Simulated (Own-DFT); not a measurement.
## Calculated data, Si$_{4}$SnGe$_{11}$ (diamond-structure random alloy, strained, atoms displaced), Si$_{2}$SnGe$_{13}$ (diamond-structure random alloy, atoms displaced)

A calculation, not a measurement: plane-wave density functional theory by an unreviewed code, no spin, of a simulated periodic cell, stress positive in tension, run twice, with PBE and with PBEsol, both on files made for PBE, so the change isn't that of files made for PBEsol, forces on such cells moved up to 12 meV/angstrom on a denser k mesh; the far tail of each file's local potential was reset to the Coulomb form; each entry is a single point on an unrelaxed cell, so the pressure reflects the starting lattice, mostly measured values (interpolated for alloys), from which strain is counted, and rises with the displacements; printed positions are rounded, which can move forces by about a meV/angstrom; the program, named Own-DFT, is a retired in-house code; no spin-orbit coupling; stress was not checked against mesh or cutoff. Program: Own-DFT development build.

Common to all runs: functional PBE, then PBEsol; potential files PseudoDojo norm-conserving, scalar-relativistic, standard set; wave cutoff 49 hartree; occupations Fermi-Dirac; smearing width 0.1 eV; k mesh 3 x 3 x 3 centred on Gamma.

(1) 
```xyz
64
Lattice="10.9954 0.0000 0.0000 0.0000 10.9954 0.0000 0.0000 0.0000 11.3064" Properties=species:S:1:pos:R:3:PBE_force_x:R:1:PBE_force_y:R:1:PBE_force_z:R:1:PBEsol_force_x:R:1:PBEsol_force_y:R:1:PBEsol_force_z:R:1 formula=Si4SnGe11 PBE_pressure=9.31 PBE_stress_xx=-10.07 PBE_stress_yy=-9.8 PBE_stress_zz=-8.07 PBE_stress_yz=-0.04 PBE_stress_xz=0.23 PBE_stress_xy=-0.3 PBEsol_pressure=6.35 PBEsol_stress_xx=-7.1 PBEsol_stress_yy=-6.82 PBEsol_stress_zz=-5.11 PBEsol_stress_yz=-0.05 PBEsol_stress_xz=0.21 PBEsol_stress_xy=-0.3 rms_change_of_force_components_from_PBE_to_PBEsol=0.052
Ge    10.9877    10.9229    11.2613     -1.628      2.348      2.309     -1.552       2.33      2.194
Ge    10.9694     2.7714     2.8653     -0.447     -0.606     -0.628     -0.389     -0.612      -0.57
Si     2.6710     0.0585     2.7896      0.889     -0.807      0.797      0.862     -0.787      0.698
Ge     2.7702     2.6758     0.0228      1.186      0.006      0.597      1.139      0.008      0.577
Ge     1.3860     1.4027     1.3845      -0.99     -0.677      0.541     -0.979     -0.614       0.48
Ge     1.3903     4.0673     4.1847      -1.06      -0.21      1.798     -1.031     -0.211      1.747
Si     4.1375     1.3817     4.1983     -0.712     -0.388     -0.382     -0.658     -0.337     -0.333
Ge     4.1328     4.1779     1.3438      0.357     -1.353     -0.127      0.362      -1.32     -0.123
Ge    10.9638     0.0403     5.6130      -0.09     -0.978      0.458       -0.1     -0.867      0.453
Ge     0.0671     2.7759     8.4770     -2.791     -1.645     -2.062     -2.705     -1.608     -2.001
Si     2.7161    10.9671     8.4881      1.014      1.692     -1.275      0.996      1.668      -1.26
Ge     2.7407     2.6972     5.6107      0.457     -0.081      0.108      0.398     -0.033      0.139
Ge     1.3403     1.3479     7.0452      0.657     -0.156      0.393      0.604      -0.11      0.348
Sn     1.3824     4.0678     9.8847      0.307          1      1.891      0.305      0.971      1.824
Ge     4.0871     1.3634     9.8505      1.009     -0.392      -0.17      0.941     -0.341      -0.12
Ge     4.1157     4.1216     7.0426      0.517     -0.716     -0.099      0.457     -0.652     -0.127
Ge    10.9893     5.5664     0.0132     -0.848     -0.223      0.932     -0.792     -0.183      0.869
Ge     0.0061     8.2150     2.8238     -0.141      1.069       0.38     -0.132      0.965      0.365
Sn     2.7537     5.5580     2.8692     -0.447     -1.052     -1.204     -0.429     -1.029     -1.178
Si     2.6878     8.1481    11.2908      1.565      0.906      0.541      1.538      0.879       0.54
Ge     1.4031     6.9453     1.4049     -1.245      0.188     -0.663     -1.261      0.141     -0.593
Si     1.3336     9.6561     4.2635       0.97     -0.307      -0.42      0.872     -0.302      -0.41
Ge     4.1791     6.8284     4.2192      0.607       2.36      2.484      0.634      2.262      2.374
Ge     4.1305     9.5935     1.3831     -0.407      0.401     -0.262     -0.366      0.348     -0.224
Ge     0.0043     5.5546     5.6402     -0.076      -1.13     -0.813     -0.083     -1.095     -0.781
Ge     0.0359     8.2948     8.4507     -1.864     -1.862     -1.706     -1.783     -1.845     -1.617
Ge     2.7027     5.4036     8.4216      1.828      2.346     -0.328      1.765      2.262      -0.34
Si     2.8258     8.3250     5.6676     -0.959     -0.588     -0.544     -0.898      -0.61     -0.494
Ge     1.3498     6.8170     7.0319      1.141      1.428      0.073      1.072      1.343      0.105
Sn     1.3436     9.6380     9.8802      1.925     -1.013      0.311      1.772     -0.994      0.308
Ge     4.1617     6.9583     9.9490      0.103     -0.924     -1.183      0.111     -0.962     -1.139
Ge     4.0927     9.7052     7.0950      0.785     -0.706     -0.005      0.802     -0.654     -0.038
Si     5.5888     0.0064    11.2287      -1.23      0.035       0.64     -1.198      0.032      0.631
Ge     5.4590     2.7777     2.8262      0.329      0.139      0.072      0.358      0.172      0.026
Ge     8.2439     0.0231     2.8226      0.253     -1.083      0.235      0.241     -0.973      0.229
Sn     8.2446     2.7034     0.0783     -0.315      1.565     -0.501      -0.35      1.468     -0.538
Ge     6.8711     1.3565     1.4224     -2.259     -1.452      1.384     -2.149     -1.373      1.383
Ge     6.9329     4.1839     4.2562      -0.44     -0.297     -0.486     -0.468     -0.325     -0.424
Ge     9.5446     1.3993     4.3211      0.455     -0.058     -1.195      0.441     -0.056     -1.152
Si     9.6415     4.0800     1.4138      0.922      2.279      1.538      0.947      2.197      1.473
Ge     5.4976     0.0532     5.6127     -0.153      -0.15     -0.051     -0.141     -0.143      0.028
Si     5.5163     2.7661     8.4863     -0.084      0.211      0.001     -0.086       0.21      0.002
Ge     8.2273    10.9067     8.4305      1.044      1.148      0.395      0.967      1.143      0.427
Ge     8.1879     2.7020     5.6781      0.104       1.14     -0.101      0.112      1.103     -0.104
Ge     6.8951     1.3852     7.0714      -0.98     -0.309      0.806      -0.91     -0.335      0.735
Ge     6.9174     4.1828     9.9000      -0.26      0.165      -1.88     -0.267      0.166     -1.744
Ge     9.6325     1.4402     9.9651      1.233     -2.108     -2.714       1.21     -2.056     -2.627
Ge     9.5842     4.1506     6.9761       0.21      0.027      1.191      0.236          0      1.118
Ge     5.5602     5.4490     0.0056     -0.365       1.17     -0.278     -0.358      1.131     -0.264
Ge     5.4943     8.1812     2.8561      0.556      1.408     -0.105      0.505      1.318      -0.14
Si     8.3204     5.5144     2.8606     -0.114     -0.634     -1.067     -0.147     -0.583     -1.001
Ge     8.1864     8.2588    11.2577      1.536     -0.268      1.354      1.458     -0.279      1.271
Ge     6.8826     6.8692     1.4410       0.57     -0.495      0.176      0.504     -0.446      0.134
Si     6.8611     9.6361     4.2748     -0.159     -0.121     -0.708     -0.154     -0.119     -0.692
Ge     9.5974     6.8621     4.2420      0.016      0.453     -0.099      0.061      0.474     -0.053
Si     9.6964     9.6373     1.4217     -1.063     -0.444      0.036     -1.039     -0.435      0.033
Ge     5.5067     5.5425     5.6709     -0.337      -1.25       -0.4     -0.379     -1.264     -0.452
Si     5.5567     8.2047     8.3821      0.137        0.2      0.411      0.101      0.236      0.438
Si     8.2881     5.6028     8.4586     -0.424     -1.646     -0.384     -0.351     -1.661     -0.311
Ge     8.1960     8.2598     5.6434      0.224     -0.043      0.741      0.261     -0.081      0.685
Si     6.9009     6.6797     7.0029      0.315      2.463      1.065      0.286      2.414      0.939
Ge     6.9430     9.6466     9.9268     -1.527     -0.503     -1.339     -1.399     -0.501     -1.308
Ge     9.5968     6.8551     9.8499      0.348      1.003      0.219      0.384      1.018      0.263
Si     9.6453     9.6402     7.0732     -0.155     -0.478     -0.698     -0.151     -0.464      -0.68
```

Units: PBE_pressure, PBE_stress_xx, PBE_stress_yy, PBE_stress_zz, PBE_stress_yz, PBE_stress_xz, PBE_stress_xy, PBEsol_pressure, PBEsol_stress_xx, PBEsol_stress_yy, PBEsol_stress_zz, PBEsol_stress_yz, PBEsol_stress_xz, PBEsol_stress_xy in GPa; rms_change_of_force_components_from_PBE_to_PBEsol, PBE_force_x, PBE_force_y, PBE_force_z, PBEsol_force_x, PBEsol_force_y, PBEsol_force_z in eV/Å.

(2) 
```xyz
64
Lattice="11.3631 0.0000 0.0000 0.0000 11.3631 0.0000 0.0000 0.0000 11.3631" Properties=species:S:1:pos:R:3:PBE_force_x:R:1:PBE_force_y:R:1:PBE_force_z:R:1:PBEsol_force_x:R:1:PBEsol_force_y:R:1:PBEsol_force_z:R:1 formula=Si2SnGe13 PBE_pressure=4.2 PBE_stress_xx=-4.21 PBE_stress_yy=-4.17 PBE_stress_zz=-4.22 PBE_stress_yz=-0.14 PBE_stress_xz=0.52 PBE_stress_xy=-0.22 PBEsol_pressure=1.37 PBEsol_stress_xx=-1.38 PBEsol_stress_yy=-1.34 PBEsol_stress_zz=-1.38 PBEsol_stress_yz=-0.12 PBEsol_stress_xz=0.49 PBEsol_stress_xy=-0.21 rms_change_of_force_components_from_PBE_to_PBEsol=0.037
Sn    11.3322    11.3319     0.0508     -0.081      0.697     -1.334     -0.078      0.681     -1.294
Ge    11.3595     2.8754     2.8810     -0.582      -0.57     -0.517     -0.557     -0.558     -0.505
Si     2.8716    11.3359     2.8925     -0.005      0.562      -0.63     -0.047      0.591     -0.572
Sn     2.8072     2.8600    11.3608      0.758     -1.035      0.963      0.732     -0.998      0.929
Ge     1.3451     1.4209     1.4189       1.22      0.045      2.466      1.151      0.075      2.363
Ge     1.3897     4.2250     4.2403     -0.457      1.852     -0.339      -0.42      1.758     -0.359
Ge     4.3409     1.4572     4.2122       0.09     -1.332     -0.193      0.087     -1.229     -0.193
Ge     4.2568     4.3038     1.3904       0.64      0.323      1.011      0.625      0.318      0.973
Ge    11.3622     0.0150     5.7191     -0.218     -0.162     -0.445     -0.216     -0.153     -0.433
Sn    11.3374     2.8214     8.4514     -0.459      1.587      0.293     -0.401       1.49      0.329
Si     2.8307    11.3382     8.4890      0.089      0.313     -0.045      0.085      0.306     -0.044
Sn     2.8478     2.8712     5.6959       0.35     -0.629     -0.386      0.334     -0.607     -0.377
Ge     1.3728     1.4384     7.0933      1.371     -2.466      -0.14      1.293     -2.364     -0.166
Ge     1.4430     4.2099     9.9705     -1.208      2.205     -1.141     -1.168       2.15     -1.109
Ge     4.2633     1.4345     9.9281      0.555     -1.235     -1.001      0.569     -1.159     -0.943
Ge     4.2537     4.2700     7.1567      0.809      1.135      0.766      0.782      1.099      0.744
Ge    11.3533     5.6688    11.3181      0.044      0.026      0.219      0.043       0.02      0.219
Ge     0.0485     8.5219     2.7817     -0.372      -0.03      0.963     -0.364     -0.028      0.927
Ge     2.8490     5.7202     2.8038     -0.304     -0.385      0.457     -0.293      -0.37      0.437
Ge     2.8447     8.5056     0.0144      0.493       0.18     -0.309      0.414      0.165     -0.294
Ge     1.3982     7.0809     1.4151      0.184     -0.014     -0.537      0.183     -0.005     -0.519
Ge     1.4111     9.9959     4.2610      0.438      -0.52      0.052      0.389     -0.534       0.08
Ge     4.2122     7.1180     4.2712      0.686     -0.418     -0.441      0.661     -0.403     -0.424
Si     4.2518     9.9774     1.4537     -0.142     -0.182     -0.147       -0.1     -0.218     -0.185
Si     0.0085     5.6391     5.7327     -0.271      0.137     -0.879     -0.212      0.183      -0.91
Ge     0.0192     8.5306     8.5787     -0.655      0.055     -0.894     -0.635      0.051     -0.862
Ge     2.7997     5.6857     8.5778     -0.031      0.232     -0.488     -0.058      0.175     -0.502
Ge     2.8782     8.4675     5.6749     -0.815      0.944      0.326     -0.785      0.906      0.311
Ge     1.3419     7.0998     7.0589      0.551     -0.148       0.48      0.573     -0.109      0.504
Ge     1.3954     9.9707     9.9141      1.667     -0.694     -0.506      1.572     -0.712     -0.459
Si     4.2382     7.0421     9.9044      0.215      0.835      0.339      0.205      0.812      0.333
Ge     4.3072     9.9519     7.0862     -0.622     -0.007      0.235     -0.604     -0.076       0.23
Ge     5.7069    11.3526    11.3577     -0.581     -0.032      0.346      -0.52          0      0.307
Ge     5.6961     2.8555     2.7767      0.355      0.427      0.252       0.34      0.406      0.252
Ge     8.5095    11.2901     2.8269      0.168      0.344      0.189      0.166      0.333      0.183
Ge     8.5158     2.8319    11.3517     -0.305      0.151     -0.115     -0.284      0.143     -0.111
Ge     7.1163     1.3908     1.4378      0.082      0.135     -0.332      0.075      0.133     -0.329
Ge     7.1142     4.3012     4.2658     -0.249     -0.512     -0.124     -0.238     -0.493     -0.127
Ge     9.9336     1.3820     4.2457      0.035      0.107     -0.044      0.037      0.112     -0.038
Ge     9.9457     4.2551     1.3934     -0.071      0.067      0.167     -0.067      0.065      0.161
Si     5.6485    11.3427     5.6965       0.78      0.792     -0.233      0.729      0.737     -0.264
Ge     5.7043     2.8639     8.5221      0.134     -0.564      -0.35      0.094     -0.505     -0.303
Ge     8.5271    11.3414     8.4887     -0.391       0.79      0.143     -0.343       0.73       0.17
Ge     8.5366     2.8275     5.6595     -0.216      0.137      0.488     -0.205      0.132      0.411
Si     7.0968     1.4184     7.1075     -0.224     -0.225     -0.351     -0.184     -0.186     -0.309
Ge     7.0799     4.3075     9.8997      0.315     -0.496      0.572      0.298      -0.48      0.556
Ge     9.9424     1.4638     9.9086     -1.752     -0.826      0.523       -1.7     -0.805      0.511
Si     9.9481     4.3279     7.0374       -0.9      0.204     -0.345     -0.937      0.155     -0.294
Ge     5.6376     5.6493    11.3313      0.329      0.966      -0.03      0.343      0.894      0.004
Ge     5.6715     8.5044     2.8245     -0.662      0.804      0.363     -0.602       0.74      0.379
Ge     8.5382     5.6850     2.8545      0.034      0.148     -0.211      0.027      0.143     -0.198
Ge     8.4797     8.4901    11.3021      0.299       0.14      1.092      0.291       0.14      1.053
Ge     7.0590     7.1293     1.4780      0.397     -0.692     -0.942      0.383     -0.668     -0.909
Ge     7.0868     9.9475     4.2703     -0.317     -0.174      0.465     -0.271     -0.199      0.416
Ge     9.9663     7.0854     4.2913      0.442       0.12      0.119      0.393      0.144      0.085
Ge     9.9771     9.9323     1.4274     -1.938      -1.87      0.869     -1.872     -1.805      0.846
Ge     5.6562     5.6833     5.6765       0.14      0.175      0.215      0.139      0.167      0.204
Ge     5.7079     8.5217     8.5107     -0.103     -0.359      0.443     -0.066     -0.317      0.391
Ge     8.5547     5.6725     8.5520      0.047     -0.003     -0.949      0.013      0.033     -0.883
Ge     8.5304     8.5301     5.7318      0.071      0.017     -1.125      0.069      0.014     -1.081
Ge     7.1694     7.1193     7.0670     -0.704     -0.524      0.565     -0.679     -0.492      0.549
Ge     7.1421     9.9682     9.9677     -0.455     -0.189     -0.551     -0.434     -0.186     -0.535
Ge     9.9179     7.1052     9.9374      0.381     -0.036      0.053      0.365     -0.035       0.05
Ge     9.8885     9.9658     7.0609      0.923     -0.324      0.641      0.884     -0.308      0.623
```

Units: PBE_pressure, PBE_stress_xx, PBE_stress_yy, PBE_stress_zz, PBE_stress_yz, PBE_stress_xz, PBE_stress_xy, PBEsol_pressure, PBEsol_stress_xx, PBEsol_stress_yy, PBEsol_stress_zz, PBEsol_stress_yz, PBEsol_stress_xz, PBEsol_stress_xy in GPa; rms_change_of_force_components_from_PBE_to_PBEsol, PBE_force_x, PBE_force_y, PBE_force_z, PBEsol_force_x, PBEsol_force_y, PBEsol_force_z in eV/Å.
